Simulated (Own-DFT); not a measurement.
Simulation results for Al16O23 (corundum with two vacancies, atoms displaced), Al32O47 (corundum with one vacancy, atoms displaced)

Computed with Own-DFT development build. A calculation, not a measurement: plane-wave PBE density functional theory by an unreviewed code, no spin, of a simulated periodic cell, stress positive in tension, free energy of the whole cell less one offset for each atom, defect cell not probed for a lower state with spin; oxygen file: force components 24 meV/angstrom off all-electron in one glass; forces on such cells passed a denser k mesh, this cell's mesh not checked; offsets are fitted by least squares, one for each functional and potential file, so energies compare only between cells with the same atoms and settings and are not formation energies; the far tail of each file's local potential was reset to the Coulomb form; each entry is a single point on an unrelaxed cell, so the pressure reflects the starting lattice, mostly measured values, from which strain is counted, and rises with the displacements; printed positions are rounded, which can move forces by about a meV/angstrom; the program is a retired in-house code; no spin-orbit coupling; before rounding, a Quantum ESPRESSO 7.3.1 run of the same cell and cutoff gave forces within 1 meV/angstrom rms on each cell, which checks the program and not the settings.

Common to all runs: functional PBE; potential files PseudoDojo norm-conserving, scalar-relativistic, standard set; wave cutoff 72 hartree; occupations Fermi-Dirac; smearing width 0.1 eV; k mesh 3 x 3 x 3 centred on Gamma.

(1) Al16O23 (corundum with two vacancies, atoms displaced)

```
Al16O23
1.0
      5.4940     0.0000     8.6604
     -2.7470     4.7579     8.6604
     -2.7470    -4.7579     8.6604
Al O Al O Al O Al O Al O Al O Al O Al O
4 5 4 6 4 6 4 6 4 6 4 6 4 5 4 6
Direct
  0.16535 0.17236 0.18297
  0.32780 0.32846 0.32026
  0.42840 0.43145 0.42786
  0.07604 0.06891 0.07370
  0.27895 0.46718 0.12705
  0.47087 0.12412 0.27879
  0.12653 0.27989 0.47277
  0.22624 0.02565 0.37267
  0.36973 0.22188 0.02755
  0.17677 0.17819 0.67543
  0.32077 0.32997 0.82217
  0.42797 0.42468 0.92446
  0.07250 0.07366 0.57232
  0.27759 0.47622 0.61736
  0.48067 0.12125 0.77486
  0.12476 0.27468 0.97503
  0.22683 0.02509 0.86981
  0.02466 0.37060 0.72859
  0.37400 0.22493 0.52835
  0.17378 0.67514 0.17403
  0.31627 0.83033 0.32643
  0.42172 0.92865 0.42456
  0.08150 0.57046 0.07138
  0.27623 0.97536 0.12864
  0.46975 0.62566 0.27533
  0.12976 0.78050 0.46774
  0.21903 0.52883 0.37545
  0.02007 0.87214 0.22566
  0.37382 0.72787 0.02523
  0.17483 0.67913 0.67257
  0.32798 0.82047 0.82379
  0.43248 0.92268 0.92274
  0.07459 0.57756 0.57126
  0.28274 0.96568 0.62717
  0.47440 0.62271 0.77843
  0.11862 0.78020 0.97802
  0.22327 0.52908 0.87539
  0.02216 0.87505 0.72639
  0.37682 0.72148 0.52423
  0.67604 0.17533 0.17243
  0.82496 0.32157 0.32781
  0.93039 0.42944 0.42452
  0.57620 0.06556 0.07967
  0.78058 0.47590 0.12007
  0.97774 0.12262 0.27782
  0.62377 0.27923 0.47478
  0.72194 0.02962 0.36828
  0.52875 0.37622 0.22317
  0.86985 0.22099 0.02908
  0.67245 0.17597 0.67614
  0.82586 0.32271 0.82836
  0.92163 0.42465 0.93004
  0.56853 0.07911 0.57553
  0.77364 0.47708 0.62971
  0.97634 0.12400 0.77534
  0.62230 0.27603 0.96857
  0.72082 0.02359 0.87022
  0.52799 0.37421 0.72428
  0.87383 0.21580 0.53794
  0.67718 0.67884 0.17181
  0.82957 0.82457 0.32175
  0.92395 0.92711 0.42309
  0.57008 0.58003 0.07235
  0.77650 0.97561 0.12017
  0.97730 0.62053 0.27510
  0.62041 0.77639 0.47380
  0.52561 0.87641 0.22471
  0.87927 0.72006 0.02603
  0.67108 0.67772 0.67293
  0.82342 0.82350 0.82085
  0.92198 0.92707 0.92760
  0.57555 0.57322 0.57362
  0.77487 0.97371 0.62361
  0.97503 0.61933 0.77755
  0.61595 0.77677 0.97411
  0.72114 0.52930 0.87531
  0.53049 0.87416 0.72429
  0.87703 0.72979 0.51866
```

| Quantity | Value |
| --- | --- |
| free energy of cell above offsets | -53.501 eV |
| pressure | 7.32 GPa |
| stress xx | -7.6 GPa |
| stress yy | -7.48 GPa |
| stress zz | -6.87 GPa |
| stress yz | 0.07 GPa |
| stress xz | -0.44 GPa |
| stress xy | -0.27 GPa |

Force:
```csv
element,x (eV/Å),y (eV/Å),z (eV/Å)
Al,0.884,1.855,1.742
Al,-0.11,-0.884,-0.048
Al,0.558,0.303,-1.329
Al,0.261,0.581,-0.14
O,0.158,0.815,0.161
O,-0.053,0.297,0.293
O,0.215,0.033,-0.427
O,-1.246,-0.267,0.403
O,0.399,-0.255,0.512
Al,0.177,-0.212,-0.635
Al,0.322,-1.129,-0.035
Al,0.006,-0.566,-0.397
Al,0.093,-0.47,0.864
O,-0.6,-1.153,1.021
O,-1.576,0.145,-0.285
O,-0.296,0.709,-0.667
O,-0.828,-0.365,0.807
O,0.278,0.952,0.584
O,0.063,0.004,0.06
Al,0.327,-0.118,0.673
Al,1.954,-0.084,0.052
Al,0.4,-0.573,0.604
Al,-1.056,-0.809,-0.784
O,0.724,0.138,-1.452
O,-0.315,0.377,0.765
O,-1.448,-0.42,-0.904
O,0.095,0.408,0.042
O,1.253,1.296,1.105
O,-0.443,-0.812,-0.768
Al,-0.045,-0.276,0.575
Al,-0.718,0.268,-0.102
Al,-1.669,0.704,-0.059
Al,-0.144,-0.569,-0.663
O,-0.33,0.621,-0.432
O,-0.697,-0.104,-0.057
O,1.035,0.229,0.053
O,0.272,0.808,-0.635
O,1.105,0.386,-0.194
O,-0.548,-0.46,-0.078
Al,-0.904,-0.037,0.003
Al,-0.131,1.011,0.998
Al,-0.521,-0.646,-1.151
Al,-0.759,1.781,-0.691
O,-0.376,-0.85,0.168
O,-1.256,-0.544,-1.103
O,0.392,0.446,0.05
O,-0.63,-0.418,0.798
O,0.245,0.156,-0.344
O,0.704,-0.324,0.822
Al,0.127,-0.207,0.674
Al,-0.087,0.431,-1.056
Al,0.677,0.208,0.103
Al,0.91,-0.147,-0.581
O,1.226,0.075,-0.44
O,-0.548,-0.352,-0.12
O,0.517,-0.289,0.964
O,-0.635,-0.901,1.108
O,-0.025,0.39,-0.422
O,-0.075,0.872,-0.399
Al,-0.073,-1.285,0.39
Al,-1.079,-0.221,-1.47
Al,-0.391,-0.278,0.482
Al,0.359,-0.809,-0.363
O,0.103,-0.816,0.163
O,-0.903,0.324,0.452
O,0.74,0.661,0.737
O,0.715,-0.172,-0.611
O,-0.573,-0.025,-0.39
Al,0.466,-0.108,0.998
Al,-0.153,-0.16,0.071
Al,0.701,0.498,-0.298
Al,0.649,0.5,-0.706
O,0.908,0.088,-0.339
O,-0.379,0.739,0.33
O,1.695,0.063,1.806
O,-0.169,0.09,-0.117
O,0.422,0.361,-0.601
O,-0.346,-1.513,-0.147
```

(2) Al32O47 (corundum with one vacancy, atoms displaced)

```
Al32O47
1.0
      5.4940     0.0000     8.6604
     -2.7470     4.7579     8.6604
     -2.7470    -4.7579     8.6604
Al O Al O Al O Al O Al O Al O Al O Al O
4 6 4 6 4 5 4 6 4 6 4 6 4 6 4 6
Direct
  0.17852 0.16458 0.18415
  0.32241 0.32474 0.32482
  0.41999 0.43543 0.42333
  0.05849 0.08865 0.07068
  0.27356 0.46383 0.14016
  0.46788 0.12684 0.28559
  0.12221 0.26038 0.48966
  0.23169 0.01880 0.37614
  0.03147 0.36572 0.22566
  0.37473 0.20595 0.02892
  0.18355 0.17578 0.68466
  0.33376 0.30503 0.84109
  0.43629 0.40759 0.92996
  0.07273 0.06669 0.58095
  0.28280 0.47512 0.63067
  0.47272 0.12179 0.77655
  0.11171 0.28347 0.97854
  0.23524 0.03360 0.86382
  0.01190 0.35952 0.73981
  0.36403 0.21559 0.52864
  0.19313 0.66374 0.17386
  0.33346 0.82034 0.32863
  0.42271 0.93620 0.42320
  0.09072 0.55943 0.08419
  0.28545 0.97158 0.11356
  0.49237 0.61616 0.26775
  0.13435 0.77669 0.47658
  0.21528 0.53138 0.37457
  0.37143 0.72687 0.02538
  0.17443 0.67372 0.67710
  0.31466 0.82241 0.82781
  0.41383 0.94515 0.92634
  0.06528 0.57937 0.58187
  0.27206 0.95343 0.63364
  0.46367 0.62713 0.77455
  0.14507 0.74832 0.98616
  0.21011 0.52687 0.87486
  0.01494 0.88719 0.71594
  0.37797 0.73605 0.52274
  0.67013 0.18815 0.17232
  0.82518 0.31746 0.33888
  0.92351 0.42903 0.41093
  0.57822 0.07703 0.08210
  0.78378 0.47733 0.12400
  0.97319 0.12421 0.27466
  0.63033 0.27226 0.47155
  0.71718 0.03477 0.37530
  0.53347 0.38088 0.20768
  0.88193 0.22404 0.03305
  0.67671 0.17598 0.67534
  0.80616 0.33160 0.84010
  0.92232 0.44199 0.91642
  0.58711 0.08030 0.56213
  0.80004 0.46566 0.61407
  0.98450 0.10396 0.76660
  0.60972 0.28619 0.97242
  0.73593 0.02072 0.86138
  0.55543 0.35758 0.70839
  0.86674 0.22458 0.54315
  0.66478 0.68273 0.17975
  0.81738 0.81489 0.32938
  0.94352 0.92094 0.42703
  0.58068 0.56171 0.07639
  0.77047 0.97205 0.13089
  0.96235 0.64334 0.27452
  0.63470 0.78970 0.45491
  0.71287 0.52080 0.38382
  0.52597 0.88733 0.21197
  0.87056 0.72424 0.02995
  0.67857 0.67113 0.66798
  0.82471 0.81178 0.84463
  0.91422 0.91270 0.95552
  0.60147 0.55593 0.57352
  0.78491 0.97363 0.62655
  0.97399 0.61663 0.78446
  0.62275 0.78303 0.96862
  0.70926 0.54899 0.86098
  0.53307 0.88332 0.70375
  0.87468 0.72860 0.52851
```

| Item | Value |
| --- | --- |
| free energy of cell above offsets | -43.856 eV |
| pressure | 13.2 GPa |
| stress xx | -14.17 GPa |
| stress yy | -12.43 GPa |
| stress zz | -12.99 GPa |
| stress yz | -0.37 GPa |
| stress xz | -0.38 GPa |
| stress xy | -1.4 GPa |

Force:
```csv
element,x (eV/Å),y (eV/Å),z (eV/Å)
Al,-0.417,-0.058,-1.459
Al,-1.554,-3.098,-0.033
Al,0.185,-1.404,0.778
Al,4.062,-3.301,1.58
O,1.95,0.208,-1.221
O,1.031,1.835,-0.234
O,0.621,3.515,0.068
O,-1.485,1.673,-0.596
O,-0.422,0.561,1.085
O,0.396,0.484,3.207
Al,-1.557,0.078,-4.112
Al,-1.433,2.8,-2.556
Al,-4.312,4.512,-2.018
Al,0.29,0.406,0.385
O,0.939,0.068,-1.949
O,-0.177,1.733,1.212
O,1.815,0.204,0.631
O,-1.778,-1.529,-0.273
O,0.27,2.51,2.412
O,2.33,2.455,3.175
Al,-2.626,1.925,1.048
Al,-0.078,0.621,-0.672
Al,-0.176,-2.683,0.128
Al,-1.009,1.929,-2.27
O,-3.027,-2.246,2.282
O,-3.224,-0.756,-0.386
O,0.288,-0.009,-1.443
O,0.521,-1.497,1.425
O,1.556,-0.757,0.698
Al,-0.105,1.044,2.162
Al,1.771,1.319,1.338
Al,4.213,-1.087,-2.508
Al,0.909,-0.177,-0.95
O,0.784,0.77,1.259
O,2.26,-1.478,-0.346
O,-2.447,1.868,-1.696
O,1.211,-2.083,2.161
O,2.631,-3.537,-1.58
O,1.655,-1.872,-1.346
Al,1.39,-3.471,1.467
Al,0.635,0.807,-2.113
Al,0.935,-2.464,2.743
Al,0.68,-0.157,-3.356
O,0.336,-0.139,-1.111
O,-0.375,-0.569,1.502
O,-1.291,1.246,-0.654
O,1.431,1.512,-1.053
O,-1.401,-1.744,-0.574
O,-5.528,2.283,-4.491
Al,3.332,-2.889,-1.7
Al,3.828,1.223,-0.893
Al,0.304,-3.673,-0.042
Al,-0.659,-2.56,-1.171
O,-2.545,0.225,0.031
O,-4.517,-2.604,4.137
O,3.586,-2.475,2.897
O,-3.79,-1.479,2.408
O,-5.321,0.569,2.596
O,1.67,2.151,-1.072
Al,1.779,0.482,-0.013
Al,0.809,3.2,5.091
Al,-1.829,0.576,-1.37
Al,-1.042,4.211,1.866
O,-0.849,0.659,1.171
O,3.095,-2.619,-2.649
O,-2.797,-3.307,-2.511
O,1.564,1.682,0.333
O,0.548,-1.1,0.077
O,0.515,-2.082,1.36
Al,-2.062,2.784,1.63
Al,0.12,3.556,-1.182
Al,3.509,3.593,-1.014
Al,-3.925,0.542,-0.902
O,0.543,0.395,-1.359
O,-0.136,2.62,0.531
O,-0.121,-0.784,-0.14
O,1.067,-3.584,0.682
O,-0.118,-1.114,-0.335
O,0.772,-0.447,-0.204
```
